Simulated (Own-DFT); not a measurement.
# One host, several defects: 4H SiC

No measurement is shown. These are fixed-geometry runs of a retired plane-wave code named Own-DFT, which no person has reviewed; spin and spin-orbit coupling are neglected.

Common settings: PBE; PseudoDojo norm-conserving scalar-relativistic files; cutoff 42 hartree; 4 x 4 x 3 k mesh centred on Gamma; Fermi-Dirac smearing of 0.1 eV.

Caveats (not all hold for every row): a neutral cation vacancy leaves holes that likely carry spin, which these runs leave out; not probed for a lower state with spin; forces on such cells failed a check on a denser k mesh; forces on such cells passed a denser k mesh, each cell not checked; stress not checked against mesh or cutoff.

All runs share one cell, with vectors in Å (9.248, 0.000, 0.000); (-4.624, 8.009, 0.000); (0.000, 0.000, 10.068) and a volume of 745.7 Å³. u is the rms random offset of the atoms per axis. The defect's site can differ from row to row.

```
                    cell     formula   u (Å)  P (GPa)
               no defect     C36Si36  0.0307     3.80
               no defect     C36Si36  0.0309     3.79
               no defect     C36Si36  0.0571     5.64
two Al on a Si site each  Al2C36Si34  0.0290     5.73
two Al on a Si site each  Al2C36Si34  0.0316     5.79
two Al on a Si site each  Al2C36Si34  0.0518     7.25
      one Si on a C site     C35Si37  0.0447    11.02
      one Si on a C site     C35Si37  0.0470    11.46
      one Si on a C site     C35Si37  0.0481    11.44
  two N on a C site each   C34N2Si36  0.0301     2.77
  two N on a C site each   C34N2Si36  0.0309     2.65
  two N on a C site each   C34N2Si36  0.0493        ?
  two N on a C site each   C34N2Si36  0.0532     4.54
          one Si vacancy     C36Si35  0.0309     3.25
          one Si vacancy     C36Si35  0.0314     3.15
          one Si vacancy     C36Si35  0.0315     3.26
```

## Fit

P = P0 + c u² + a shift for each defect gives P0 = 2.93 GPa, c = 862 ± 37 GPa/Å² and a scatter of 0.11 GPa. The shifts, and each times the cell's volume:

- one Si on a C site: 6.50 ± 0.09 GPa, 30.3 eV
- two Al on a Si site each: 2.03 ± 0.09 GPa, 9.4 eV (4.7 eV for each of its 2 sites)
- one Si vacancy: -0.55 ± 0.09 GPa, -2.6 eV
- two N on a C site each: -0.96 ± 0.09 GPa, -4.5 eV (-2.2 eV for each of its 2 sites)

Positive is outwards. The product with the volume (160.2 GPa Å³ to the eV) is nearly free of the cell's size; divided by the bulk modulus at the cell's pressure it gives the volume that the defect adds. The atoms around the defects weren't relaxed, which would change these numbers.

## Withheld run

The question: what pressure belongs in the blank (two N on a C site each, u = 0.0493 Å)?

The fitted form gives 4.07 ± 0.13 GPa. The run itself gave 3.88 GPa.
